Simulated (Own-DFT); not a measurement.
# One host, several defects: rock-salt HfC

The numbers are computed, not measured, by runs of the plane-wave DFT program Own-DFT (in-house, retired, unreviewed) at fixed positions, with no spin and no spin-orbit coupling.

Settings: PBE; PseudoDojo norm-conserving scalar-relativistic files; cutoff 42 hartree; 4 x 4 x 4 k mesh centred on Gamma; cold (Marzari-Vanderbilt) smearing of 0.2 eV.

Limits: hafnium file: forces about 75 meV/angstrom off all-electron values; forces on such cells failed a check on a denser k mesh; stress not checked against mesh or cutoff.

All runs share one cell, with vectors in Å (3.784, -5.351, 6.554); (-3.784, 5.351, 6.554); (-7.568, -5.351, 0.000) and a volume of 796.2 Å³. u is the rms random offset of the atoms per axis. The defect's site can differ from row to row.

```
          cell  formula   u (Å)  P (GPa)
     no defect  C32Hf32  0.0200     3.16
     no defect  C32Hf32  0.0214     3.23
     no defect  C32Hf32  0.0475     4.80
one Hf vacancy  C32Hf31  0.0472     3.59
one Hf vacancy  C32Hf31  0.0486     3.56
one Hf vacancy  C32Hf31  0.0495     3.95
 one C vacancy  C31Hf32  0.0285     2.89
 one C vacancy  C31Hf32  0.0294     3.03
 one C vacancy  C31Hf32  0.0467        ?
 one C vacancy  C31Hf32  0.0510     4.04
```

## Working it out

P = P0 + c u² + a shift for each defect gives P0 = 2.95 GPa, c = 754 ± 79 GPa/Å² and a scatter of 0.16 GPa. The shifts, and each times the cell's volume:

- one C vacancy: -0.70 ± 0.14 GPa, -3.5 eV
- one Hf vacancy: -1.02 ± 0.17 GPa, -5.1 eV

A positive shift means that the defect pushes the cell outwards. Shift times volume (160.2 GPa Å³ is 1 eV) depends little on the cell's size, so, taken for each site, it can be compared between cells at like pressure. The atoms around the defects weren't relaxed, which would change these numbers.

## Withheld run

Q: what pressure belongs in the blank (one C vacancy, u = 0.0467 Å)?

From the fit: 3.89 ± 0.20 GPa. The calculation gave 4.01 GPa.
